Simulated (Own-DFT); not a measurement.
Simulation results for AlN (wurtzite, atoms displaced)

All values are calculated (Own-DFT development build). A calculation, not a measurement: plane-wave PBE density functional theory by an unreviewed code, no spin, of a simulated periodic cell, stress positive in tension, free energy of the whole cell less one offset for each atom, forces on such cells passed a denser k mesh, this cell's mesh not checked; offsets are fitted by least squares, one for each functional and potential file, so energies compare only between cells with the same atoms and settings and are not formation energies; the far tail of each file's local potential was reset to the Coulomb form; each entry is a single point on an unrelaxed cell, so the pressure reflects the starting lattice, mostly measured values (interpolated for alloys), from which strain is counted, and rises with the displacements; printed positions are rounded, which can move forces by about a meV/angstrom; the program, named Own-DFT, is a retired in-house code; no spin-orbit coupling.

```json
{"formula": "AlN", "kind": "wurtzite, atoms displaced", "structure": {"cell_angstrom": [[12.448, 0.0, 0.0], [-6.224, 10.7803, 0.0], [0.0, 0.0, 9.964]], "atoms_fractional": [["Al", 0.08188, 0.166, 0.00029], ["Al", 0.16569, 0.08004, 0.24999], ["N", 0.08234, 0.17017, 0.19074], ["N", 0.16721, 0.08694, 0.44229], ["Al", 0.08366, 0.16513, 0.50276], ["Al", 0.16399, 0.08253, 0.75253], ["N", 0.08222, 0.16487, 0.69158], ["N", 0.16578, 0.08324, 0.94344], ["Al", 0.08237, 0.41813, 0.00126], ["Al", 0.16876, 0.33281, 0.25132], ["N", 0.08137, 0.41788, 0.19022], ["N", 0.16778, 0.33486, 0.4395], ["Al", 0.08477, 0.41624, 0.50063], ["Al", 0.16802, 0.3329, 0.7498], ["N", 0.08232, 0.4155, 0.69091], ["N", 0.16536, 0.33162, 0.94121], ["Al", 0.08183, 0.66585, 0.00076], ["Al", 0.16276, 0.58334, 0.25085], ["N", 0.08344, 0.66673, 0.19141], ["N", 0.16639, 0.58189, 0.44242], ["Al", 0.08189, 0.66764, 0.49761], ["Al", 0.16759, 0.58296, 0.7524], ["N", 0.08424, 0.66339, 0.69222], ["N", 0.16689, 0.5819, 0.9388], ["Al", 0.08392, 0.92052, 0.99773], ["Al", 0.16511, 0.83167, 0.24982], ["N", 0.0822, 0.9162, 0.18558], ["N", 0.16644, 0.83584, 0.44274], ["Al", 0.0826, 0.91621, 0.50063], ["Al", 0.16606, 0.83166, 0.75281], ["N", 0.08278, 0.91263, 0.69218], ["N", 0.16856, 0.83466, 0.94113], ["Al", 0.33625, 0.16629, 0.99501], ["Al", 0.41782, 0.08321, 0.24619], ["N", 0.33268, 0.16846, 0.195], ["N", 0.41828, 0.08382, 0.44227], ["Al", 0.33292, 0.16508, 0.49947], ["Al", 0.41629, 0.08215, 0.74761], ["N", 0.33599, 0.16987, 0.6895], ["N", 0.4192, 0.08328, 0.94402], ["Al", 0.33272, 0.41933, 0.00131], ["Al", 0.41365, 0.33078, 0.25013], ["N", 0.33571, 0.41894, 0.19163], ["N", 0.41851, 0.33224, 0.43909], ["Al", 0.33124, 0.41556, 0.4988], ["Al", 0.41614, 0.33258, 0.75249], ["N", 0.33357, 0.41763, 0.69317], ["N", 0.41567, 0.3327, 0.93979], ["Al", 0.33673, 0.66692, 0.99924], ["Al", 0.41694, 0.58706, 0.24922], ["N", 0.33478, 0.66456, 0.19119], ["N", 0.41794, 0.58279, 0.44447], ["Al", 0.33169, 0.66715, 0.50066], ["Al", 0.42131, 0.58598, 0.75098], ["N", 0.33129, 0.66581, 0.69043], ["N", 0.41718, 0.58566, 0.94218], ["Al", 0.33391, 0.91651, 0.00045], ["Al", 0.4145, 0.83068, 0.25065], ["N", 0.33345, 0.91706, 0.18957], ["N", 0.41654, 0.83438, 0.44261], ["Al", 0.33253, 0.9151, 0.49975], ["Al", 0.4173, 0.83528, 0.75111], ["N", 0.33592, 0.92009, 0.69013], ["N", 0.41282, 0.83331, 0.94325], ["Al", 0.58159, 0.16565, 0.99737], ["Al", 0.66496, 0.08335, 0.2536], ["N", 0.58519, 0.16817, 0.19124], ["N", 0.66832, 0.08197, 0.4422], ["Al", 0.58279, 0.16677, 0.49874], ["Al", 0.6653, 0.08248, 0.74836], ["N", 0.58393, 0.1679, 0.69269], ["N", 0.66805, 0.08167, 0.94089], ["Al", 0.58688, 0.41937, 0.00031], ["Al", 0.66754, 0.33321, 0.2455], ["N", 0.58179, 0.41759, 0.19161], ["N", 0.66658, 0.33188, 0.44102], ["Al", 0.58173, 0.4168, 0.49499], ["Al", 0.66665, 0.33105, 0.74783], ["N", 0.58381, 0.41792, 0.69014], ["N", 0.66385, 0.33194, 0.93844], ["Al", 0.58305, 0.66763, 0.00253], ["Al", 0.66719, 0.5841, 0.24952], ["N", 0.58525, 0.66498, 0.19156], ["N", 0.66858, 0.58144, 0.44036], ["Al", 0.58287, 0.66651, 0.50167], ["Al", 0.66391, 0.58347, 0.75071], ["N", 0.58373, 0.6659, 0.69121], ["N", 0.66734, 0.58182, 0.93778], ["Al", 0.58239, 0.91818, 0.9994], ["Al", 0.66739, 0.83353, 0.24831], ["N", 0.58441, 0.91779, 0.19224], ["N", 0.66747, 0.83427, 0.44304], ["Al", 0.58514, 0.91667, 0.50001], ["Al", 0.66528, 0.83177, 0.74858], ["N", 0.58195, 0.91638, 0.69269], ["N", 0.66666, 0.83269, 0.94097], ["Al", 0.83238, 0.16378, 0.0035], ["Al", 0.91425, 0.08232, 0.25058], ["N", 0.83233, 0.16766, 0.19134], ["N", 0.91726, 0.08249, 0.44199], ["Al", 0.83181, 0.16691, 0.49601], ["Al", 0.91915, 0.0859, 0.75169], ["N", 0.83475, 0.16753, 0.68832], ["N", 0.91564, 0.08115, 0.94021], ["Al", 0.83395, 0.41714, 0.00272], ["Al", 0.92097, 0.3336, 0.24903], ["N", 0.83116, 0.41456, 0.18921], ["N", 0.91665, 0.33437, 0.44342], ["Al", 0.83365, 0.41918, 0.5025], ["Al", 0.91655, 0.33252, 0.75041], ["N", 0.83518, 0.41712, 0.69433], ["N", 0.91939, 0.33366, 0.94168], ["Al", 0.83447, 0.6671, 0.00147], ["Al", 0.91571, 0.58522, 0.24933], ["N", 0.83273, 0.6665, 0.19048], ["N", 0.91715, 0.58538, 0.4399], ["Al", 0.83449, 0.66579, 0.49758], ["Al", 0.91562, 0.58235, 0.75112], ["N", 0.83598, 0.6682, 0.6925], ["N", 0.92005, 0.58551, 0.94014], ["Al", 0.83318, 0.91305, 0.00127], ["Al", 0.91688, 0.83375, 0.24975], ["N", 0.83442, 0.9202, 0.19177], ["N", 0.91622, 0.8343, 0.44083], ["Al", 0.83374, 0.91611, 0.50108], ["Al", 0.91836, 0.83402, 0.7491], ["N", 0.83281, 0.91484, 0.69114], ["N", 0.91955, 0.83517, 0.94008]]}, "settings": {"functional": "PBE", "potential_files": "PseudoDojo norm-conserving, scalar-relativistic, standard set", "wave_cutoff [hartree]": 42.0, "occupations": "Fermi-Dirac", "smearing_width [eV]": 0.1, "hardware": "one NVIDIA H100", "k_mesh": "2 x 2 x 2 centred on Gamma"}, "results": {"free_energy_of_cell_above_offsets [eV]": "-62.418", "pressure [GPa]": 3.74, "stress_xx [GPa]": -3.73, "stress_yy [GPa]": -4.08, "stress_zz [GPa]": -3.43, "stress_yz [GPa]": -0.14, "stress_xz [GPa]": -0.16, "stress_xy [GPa]": -0.21, "force_element": ["Al", "Al", "N", "N", "Al", "Al", "N", "N", "Al", "Al", "N", "N", "Al", "Al", "N", "N", "Al", "Al", "N", "N", "Al", "Al", "N", "N", "Al", "Al", "N", "N", "Al", "Al", "N", "N", "Al", "Al", "N", "N", "Al", "Al", "N", "N", "Al", "Al", "N", "N", "Al", "Al", "N", "N", "Al", "Al", "N", "N", "Al", "Al", "N", "N", "Al", "Al", "N", "N", "Al", "Al", "N", "N", "Al", "Al", "N", "N", "Al", "Al", "N", "N", "Al", "Al", "N", "N", "Al", "Al", "N", "N", "Al", "Al", "N", "N", "Al", "Al", "N", "N", "Al", "Al", "N", "N", "Al", "Al", "N", "N", "Al", "Al", "N", "N", "Al", "Al", "N", "N", "Al", "Al", "N", "N", "Al", "Al", "N", "N", "Al", "Al", "N", "N", "Al", "Al", "N", "N", "Al", "Al", "N", "N", "Al", "Al", "N", "N"], "force_x [eV/angstrom]": [-0.077, -0.561, 0.482, 0.396, -0.627, 0.837, 0.324, 0.361, 0.628, -0.497, 1.039, -0.066, -0.497, -0.471, 0.454, -0.015, 0.798, 1.098, -0.423, -0.444, 0.634, -0.069, -0.598, 0.031, 0.59, 0.04, 0.171, 0.187, -0.205, 0.442, -0.058, -0.368, -0.756, -0.307, 0.37, -0.246, 0.214, -0.099, -0.486, -0.593, 0.314, 0.339, -0.376, -1.003, 0.842, 0.229, 0.21, 0.133, -1.239, 1.02, -1.23, -0.506, 0.509, -1.115, 0.708, 0.647, -0.522, 0.246, -0.069, 0.236, 0.014, -0.316, -0.328, 1.077, 1.044, 0.334, -0.225, -0.849, 0.331, 0.644, 0.066, -0.614, -0.69, -0.529, 0.451, 0.07, 0.611, -0.455, 0.0, 0.69, 0.552, 0.084, -0.669, -0.568, 0.51, 1.25, -0.145, -0.318, 0.304, -0.096, -0.331, 0.094, -0.439, 0.306, 0.286, -0.257, 0.096, 0.344, 0.103, -0.181, 0.834, -0.76, -0.323, 0.05, 0.006, -1.279, 0.598, 0.102, 0.146, 0.238, -0.392, -0.816, -0.009, 0.299, -0.001, 0.225, -0.559, 0.324, -0.492, -0.674, -0.322, -0.178, 0.246, 0.413, -0.203, -0.373, -0.036, -0.321], "force_y [eV/angstrom]": [0.296, 0.851, -0.984, -1.108, 0.533, -0.051, 0.343, 0.494, -0.376, 0.523, 0.183, -0.615, -0.09, 0.234, 0.032, 0.44, 0.423, -0.27, 0.062, 0.495, -0.212, -0.466, 0.62, 0.573, -0.882, 0.711, -0.194, -0.464, 0.489, -0.185, 0.949, -0.121, 0.33, 0.314, -0.987, -0.511, 0.498, 0.728, -1.005, -0.432, -0.74, 0.819, 0.021, -0.049, 0.131, 0.601, 0.009, 0.432, 0.014, -0.987, 0.511, 0.32, -0.192, -0.562, 0.518, -0.231, 0.06, 0.527, -0.399, -0.311, 0.672, -0.575, -0.905, -0.039, 0.408, 0.113, -0.482, 0.058, 0.025, 0.409, -0.657, 0.383, -0.734, 0.156, -0.16, 0.429, -0.308, 0.954, -0.263, 0.243, -0.274, -0.571, 0.691, 0.757, -0.13, -0.236, 0.414, 0.816, -0.43, 0.03, -0.383, -0.434, -0.115, 0.471, -0.147, -0.034, 0.544, 0.803, -0.342, 0.149, 0.219, -0.731, -0.369, -0.03, -0.338, -0.125, 0.798, 0.159, -0.517, 0.006, -0.11, -0.44, 0.073, -0.813, 0.355, -0.317, 0.364, 0.309, -0.376, -0.505, 0.658, 0.216, -1.015, -0.266, 0.261, -0.35, 0.429, -0.508], "force_z [eV/angstrom]": [0.23, -0.071, 0.146, -0.243, -0.457, -0.394, 0.057, -0.511, -0.356, -0.451, 0.213, 0.38, 0.264, 0.254, 0.052, 0.073, -0.406, 0.107, -0.005, -0.507, 0.861, -0.549, -0.401, 0.969, 0.001, -0.125, 0.939, -0.619, 0.225, -0.428, -0.168, 0.309, 1.02, 0.709, -1.081, -0.533, -0.046, 0.344, 0.501, -0.824, -0.214, -0.013, -0.001, 0.208, 0.419, -0.575, -0.351, 0.595, 0.14, 0.804, -0.16, -0.609, 0.139, -0.261, 0.392, -0.231, 0.075, -0.038, 0.435, -0.359, 0.128, -0.125, 0.146, -0.379, 0.415, -0.495, -0.382, -0.053, 0.314, 0.204, -0.494, -0.189, -0.104, 0.85, -0.214, -0.286, 0.86, 0.167, -0.209, 0.44, -0.41, 0.355, -0.013, -0.093, -0.387, -0.469, -0.096, 0.844, 0.211, 0.45, -0.122, -0.431, 0.217, 0.31, -0.291, 0.111, -0.612, 0.221, 0.438, -0.157, 0.725, -0.354, 0.228, 0.381, -0.99, 0.533, 0.472, -0.626, -0.166, 0.055, -0.453, 0.119, -0.765, -0.031, 0.025, -0.232, 0.85, -0.126, -0.453, 0.55, -0.386, -0.018, -0.205, -0.257, 0.115, 0.156, 0.12, 0.199], "wall_time [s]": 369.4}}
```
